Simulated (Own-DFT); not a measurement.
# Forces on the neighbours of a vacancy: hexagonal WC, 63 atoms (C32W31), with one W vacancy

These are calculations, not measurements. They come from Own-DFT, an in-house plane-wave density functional program, since retired, whose code no person has reviewed. Each row is one single-point run on a periodic cell that was not relaxed, without spin or spin-orbit coupling.

Settings of every run: PBE; PseudoDojo norm-conserving scalar-relativistic files; cutoff 50 hartree; 4 x 4 x 4 k mesh centred on Gamma; cold (Marzari-Vanderbilt) smearing of 0.2 eV.

Known limits: forces on such cells moved up to 12 meV/angstrom on a denser k mesh; stress not checked against mesh or cutoff.

Cell vectors in Å: (5.833, -5.052, -2.839); (0.000, -5.052, 8.518); (-5.833, -5.052, -2.839). Every atom was also moved at random, by a Gaussian of width 0.03 Å on each axis. The defect's site can differ from row to row. The empty site has 6 nearest neighbours, all C. For each, d is its distance from the empty site and R the part of its force along the line away from it, positive outwards. The last column is the rms force component on atoms over 4.5 Å away.

```
run,d1 (Å),d2 (Å),d3 (Å),d4 (Å),d5 (Å),d6 (Å),R1 (eV/Å),R2 (eV/Å),R3 (eV/Å),R4 (eV/Å),R5 (eV/Å),R6 (eV/Å),far F (eV/Å)
1,2.167,2.170,2.193,2.231,2.233,2.248,1.70,1.68,1.57,0.88,0.86,1.12,0.83
2,2.151,2.174,2.186,2.232,2.245,2.269,1.53,1.75,1.45,0.68,0.49,0.72,0.79
3,2.160,2.187,2.211,2.237,2.239,2.260,1.62,1.34,0.84,0.82,0.78,0.86,0.78
4,2.186,2.207,2.208,2.212,2.223,2.242,1.49,1.32,1.28,1.14,1.27,0.92,0.73
5,2.149,2.178,2.188,2.228,2.229,2.253,1.85,1.82,1.39,1.02,1.30,0.87,0.83
6,2.195,2.199,2.204,2.211,2.234,2.243,1.45,1.33,1.50,1.16,1.41,1.08,0.81
7,2.162,2.183,2.191,2.205,2.216,2.257,1.72,1.99,1.53,1.15,1.10,0.80,0.75
8,2.178,2.191,2.202,2.209,2.221,2.236,1.52,1.28,1.44,1.34,1.17,0.95,0.65
9,2.158,2.175,2.201,2.225,2.226,2.253,?,?,?,?,?,?,?
```

## Worked fit

A straight line through the 48 neighbours shown gives R = 1.26 - 9.9 (d - 2.209) eV/Å, with a scatter of 0.18 left by the moves of the other atoms. The slope, with an error of 0.9, is the pull back towards the neighbour's own site. The constant, 1.26 ± 0.03 eV/Å, is the force at the mean distance: with one bond gone, the neighbours are pushed outwards, away from the empty site. It shows how a relaxation would start, not where it would end, and it depends somewhat on the width of the random moves.

## Withheld run

Question: what mean R should the neighbours of run 9 feel? Their mean d is 2.206 Å.

The line gives 1.28 ± 0.10 eV/Å, by the scatter of the means of the runs shown. The calculation gave R = 1.61, 1.71, 1.64, 1.02, 1.06, 0.92, a mean of 1.33 eV/Å.
